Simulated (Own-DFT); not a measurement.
# Response to strain: wurtzite GaN, 72 atoms (Ga36N36)

Calculated results; nothing here was measured. They come from Own-DFT, an in-house plane-wave density functional program, since retired, whose code no person has reviewed. Each row is one single-point run on a periodic cell that was not relaxed, without spin or spin-orbit coupling.

Settings of every run: PBE; PseudoDojo norm-conserving scalar-relativistic files (stringent for Ga); cutoff 96 hartree; 4 x 4 x 3 k mesh centred on Gamma; Gaussian smearing of 0.01 eV.

Known limits: forces not confirmed at this smearing and k mesh; stress not checked against mesh or cutoff.

Unstrained cell vectors in Å: (9.567, 0.000, 0.000); (-4.784, 8.285, 0.000); (0.000, 0.000, 10.370). The unstrained cell has measured lattice constants (interpolated for alloys), not those of this functional. That, the random moves and any unrelaxed bonds set the pressure at no strain. Each run strains this cell uniformly, with the atoms carried along. Every atom was also moved at random, by a Gaussian of width 0.05 Å on each axis. Strain is the symmetric tensor, in per cent. Stress is positive in tension, and the pressure is minus a third of its trace.

```
run  e_xx (%)  e_yy (%)  e_zz (%)  e_yz (%)  e_xz (%)  e_xy (%)  s_xx (GPa)  s_yy (GPa)  s_zz (GPa)  s_yz (GPa)  s_xz (GPa)  s_xy (GPa)  P (GPa)  E (meV/atom)
  1     -0.04     -1.11      0.36      1.15      1.75     -0.23       -8.40      -10.35       -6.20        2.06        3.48       -0.83     8.32           9.9
  2      0.32     -0.31      1.95     -1.26     -1.47     -0.98       -3.13       -8.47        1.65       -2.17       -2.58       -2.58     3.32           0.0
  3      0.33     -1.58     -1.08      1.31      0.81     -1.57       -8.20      -12.06      -15.65        3.33        1.95       -5.06    11.97          26.6
  4     -0.74      0.54      1.00      0.59     -0.99     -0.75       -9.32       -5.20       -3.47        2.16       -2.37       -1.85     6.00          15.9
  5     -0.91     -0.83     -0.11      1.96     -0.46      1.20      -13.87      -11.94       -8.25        4.95       -1.14        6.39    11.35          28.8
  6      1.64     -1.94     -1.85      1.54     -0.56      0.09       -4.09      -16.37      -16.84        4.69       -1.16        0.02    12.43          49.8
  7     -1.74     -1.84     -1.41     -1.25     -0.85      0.99      -20.49      -18.11      -17.70       -2.03       -1.79        3.73    18.77          70.4
  8     -0.92     -0.62     -1.73      1.46     -1.71     -1.04      -11.94      -13.19      -17.07        3.48       -3.31       -3.37    14.07          35.5
  9      0.49      1.28     -1.94     -0.92      1.47      0.34       -5.13       -1.56      -17.73       -2.44        2.76        1.50     8.14          27.2
 10     -0.11     -1.81     -1.44      0.19      0.41      0.28      -10.91      -15.67      -17.17        0.03        0.41        2.56    14.59          53.0
 11      1.58     -0.91      1.09      0.16     -1.13      0.52       -0.42       -8.93       -2.10        0.70       -1.86        1.46     3.82           7.5
 12      0.09      0.23     -1.25     -1.76      0.14     -0.14       -7.75       -6.35      -13.37       -3.44        0.29       -0.34     9.16          20.3
 13     -1.99     -1.05     -0.98     -0.12     -0.53     -0.57      -19.58      -14.15      -14.48        0.93       -1.65       -1.82    16.07          49.4
 14     -1.55     -1.61     -0.31      0.33     -0.49      0.18      -16.71      -16.73      -10.69        0.42       -0.35       -0.81    14.71          34.1
 15      2.00     -1.00      1.24     -1.50      1.01      1.89       -0.96       -6.91       -0.55       -2.85        2.07        4.42     2.81           8.9
 16      0.97      1.80     -0.55     -1.20      1.23      0.40       -1.60        0.53       -8.33       -1.97        2.89        1.11     3.13          12.2
 17     -1.71      0.68      1.87     -1.65     -1.27     -1.18           ?           ?           ?           ?           ?           ?        ?             ?
```

E is the free energy for each atom above the lowest run shown.

## Worked fit

Each stress component was fitted by least squares to a constant and the strains of the runs shown, as fractions, with shears doubled. Shear strains stay in the fit of a normal stress only where such slopes are resolved. The slopes, in GPa:

```
stress,at no strain,per e_xx,per e_yy,per e_zz,scatter
s_xx,-7.5,470 ± 17,130 ± 18,81 ± 16,0.75
s_yy,-7.2,94 ± 19,403 ± 19,80 ± 18,0.80
s_zz,-7.8,56 ± 19,62 ± 20,515 ± 19,0.86
```

Also, s_xx gains -49 ± 11 per 2 e_xy; s_yy gains 44 ± 11 per 2 e_xz.

Each shear stress against twice its own strain: yz 109 ± 7, xz 99 ± 6, xy 172 ± 18 GPa. These are stiffnesses along x, y and z of the frame in which the cell vectors are given, which need not be the crystal's axes. The atoms are held to the strained lattice; where symmetry lets them move under strain, relaxing them would lower some slopes. The table should be nearly symmetric about its diagonal, and what it lacks of that shows the noise. A ninth of its sum, 210 ± 4 GPa, estimates the bulk modulus near the mean pressure of these runs, 9.9 GPa, so it lies above the value at zero pressure.

## Withheld run

Question: what normal stresses and pressure should run 17 give?

The fit gives s_xx = -12.0, s_yy = -5.7, s_zz = 1.3 and P = 5.5 GPa. The calculation gave -11.51, -4.34, -1.00 and P = 5.62 GPa.
